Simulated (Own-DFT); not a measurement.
## Calculated data, Si₁₂O₂₃ (quartz with two neutral oxygen vacancies, atoms displaced)

A calculation, not a measurement: plane-wave PBE and HSE06 DFT by an unreviewed code, no spin, of a simulated cell at Gamma alone, so results move with cell size and shape, stress positive in tension, energies less offsets, not probed for a lower state with spin; oxygen file: force components 24 meV/angstrom off all-electron in a glass; k mesh not checked against a denser one; forces and stress are PBE's, HSE06 gives the energy alone, and its difference from PBE has offsets of its own; offsets are fitted by least squares, one for each functional and potential file, so energies compare only between cells with the same atoms and settings and are not formation energies; the far tail of each file's local potential was reset to the Coulomb form; each entry is a single point on an unrelaxed cell, so the pressure reflects the starting lattice, mostly measured values (interpolated for alloys), from which strain is counted, and rises with the displacements; printed positions are rounded, which can move forces by about a meV/angstrom; the program, named Own-DFT, is a retired in-house code; no spin-orbit coupling. Program: Own-DFT development build.

Entry: Si₁₂O₂₃ (quartz with two neutral oxygen vacancies, atoms displaced)

```
Si12O23
1.0
      9.8268     0.0000     0.0000
     -4.9134     8.5103     0.0000
      0.0000     0.0000    10.8104
Si O Si O Si O Si O Si O Si O Si O Si O
3 6 3 6 3 6 3 6 3 6 3 6 3 6 3 4
Direct
  0.23391 0.99949 0.99994
  0.99862 0.23575 0.33489
  0.26474 0.26706 0.16803
  0.21275 0.13802 0.06004
  0.42650 0.29379 0.22862
  0.36387 0.07517 0.39480
  0.07695 0.36866 0.43919
  0.13679 0.20836 0.27870
  0.29904 0.43004 0.11163
  0.23278 0.00190 0.49679
  0.99987 0.23963 0.83576
  0.26066 0.26134 0.66405
  0.20427 0.12760 0.55759
  0.42054 0.28809 0.72177
  0.36072 0.06767 0.89361
  0.08337 0.37389 0.93921
  0.13773 0.21493 0.77658
  0.29534 0.43003 0.60934
  0.23525 0.49912 0.99946
  0.00577 0.73838 0.33182
  0.26278 0.76337 0.16566
  0.20677 0.63240 0.06464
  0.41835 0.79042 0.22707
  0.36683 0.57164 0.38841
  0.07208 0.86980 0.44103
  0.13372 0.70826 0.27412
  0.29484 0.92796 0.10949
  0.23167 0.49873 0.49762
  0.00273 0.73682 0.82853
  0.26596 0.75994 0.66079
  0.21116 0.63208 0.55640
  0.42261 0.78868 0.72582
  0.36784 0.56983 0.89390
  0.07648 0.86782 0.94356
  0.13620 0.71243 0.76946
  0.29529 0.92763 0.60722
  0.73723 0.00028 0.00085
  0.50601 0.23813 0.33055
  0.76544 0.26537 0.16854
  0.70771 0.13528 0.06124
  0.92851 0.29946 0.22774
  0.86402 0.07450 0.39543
  0.57108 0.36678 0.44790
  0.63052 0.20507 0.27165
  0.79188 0.42089 0.10543
  0.73279 0.99942 0.49532
  0.50036 0.23749 0.83738
  0.76279 0.26768 0.66069
  0.70171 0.13097 0.55999
  0.92196 0.28360 0.72368
  0.86784 0.07733 0.89004
  0.57044 0.36828 0.93575
  0.63692 0.20676 0.76892
  0.78814 0.42395 0.60894
  0.73686 0.49821 0.00212
  0.49835 0.73325 0.33721
  0.76712 0.76778 0.16125
  0.69994 0.63287 0.05616
  0.92837 0.79438 0.22367
  0.86864 0.57044 0.39677
  0.57081 0.86687 0.44091
  0.63144 0.70889 0.27388
  0.79715 0.93010 0.10833
  0.73629 0.50036 0.50563
  0.50319 0.73486 0.83056
  0.76668 0.76396 0.66781
  0.70621 0.63522 0.56531
  0.87622 0.58046 0.89067
  0.57500 0.86788 0.94222
  0.63120 0.70855 0.77597
```

* first functional: PBE
* second functional: HSE06
* exact exchange share: 0.25
* screening: 0.11 1/bohr
* exchange divergence: Gygi-Baldereschi
* potential files: PseudoDojo norm-conserving, scalar-relativistic, made for PBE, standard set
* wave cutoff: 48 hartree
* occupations: fixed
* k mesh: 1 x 1 x 1 centred on Gamma
* PBE energy of cell above offsets: -21.353 eV
* HSE06 less PBE above offsets: -0.002 eV
* PBE pressure: 7.58 GPa
* PBE stress xx: -7.31 GPa
* PBE stress yy: -9.05 GPa
* PBE stress zz: -6.38 GPa
* PBE stress yz: -1.96 GPa
* PBE stress xz: 1.46 GPa
* PBE stress xy: -0.97 GPa

Force:
```
element  x (eV/Å)  y (eV/Å)  z (eV/Å)
     Si     0.724     0.533     1.819
     Si     0.834     0.013    -0.789
     Si     0.673    -0.455     0.422
      O    -0.575    -0.093    -0.093
      O     0.274     0.472    -0.378
      O     1.602     1.242    -1.876
      O    -1.697    -1.371     -0.37
      O    -0.769    -0.324     0.103
      O    -1.001     0.997    -1.006
     Si      2.47     -1.62     1.382
     Si     0.881     0.114    -1.427
     Si    -0.329     0.516     0.044
      O    -2.305      2.24     1.373
      O     2.147    -0.036     1.546
      O     1.649     1.847    -1.506
      O    -2.637    -2.382    -0.852
      O    -0.231    -0.595     0.092
      O    -0.507    -0.029     -0.95
     Si     2.333     2.537     2.313
     Si    -2.472     -0.78     1.311
     Si    -0.436     1.167     0.436
      O     -0.09     -1.67    -1.852
      O     2.705     0.305     1.655
      O    -0.952    -1.862     1.415
      O    -0.897     -1.38    -0.865
      O      0.83    -0.668    -0.056
      O    -0.424     0.515    -0.373
     Si     3.777     0.042      0.41
     Si    -2.361     2.693      -0.9
     Si    -1.181     2.478     0.859
      O    -1.493     0.435    -0.378
      O     1.106     0.213     0.335
      O     0.416     0.884    -0.463
      O    -1.516      -1.9    -1.336
      O     0.912    -0.741    -0.387
      O    -0.329    -0.191    -0.795
     Si    -0.486     0.767     -0.81
     Si    -3.058    -0.202     3.179
     Si     0.515    -1.236    -0.141
      O     0.265    -0.538    -0.367
      O     0.651    -0.072      0.41
      O     1.402     0.891    -1.946
      O     0.173    -0.754    -1.273
      O      1.78    -0.429    -0.204
      O    -0.428     1.631    -0.249
     Si     0.431    -1.504     4.341
     Si    -0.074    -3.203    -4.168
     Si       2.1    -2.552     2.218
      O     0.061    -0.418    -1.145
      O    -0.452     0.976    -0.645
      O    -0.449    -1.276     1.364
      O      0.87     2.462     2.466
      O    -2.517    -0.151     2.179
      O     0.406     2.234     0.076
     Si    -0.634     1.459    -2.252
     Si    -0.692     1.105    -2.534
     Si    -0.536    -1.455     2.315
      O     0.778    -0.682     -0.28
      O     0.148    -0.169     0.044
      O     0.252     0.952    -0.429
      O    -1.092    -0.391    -0.173
      O     1.646     0.313    -1.206
      O     0.026     1.067    -0.287
     Si    -1.338     0.929    -2.016
     Si    -3.369     0.142     2.432
     Si     0.932     3.942     1.655
      O     0.384    -2.326    -1.974
      O     -1.65    -3.351     2.544
      O    -0.341    -0.687    -0.613
      O      3.17    -0.618     -1.37
```
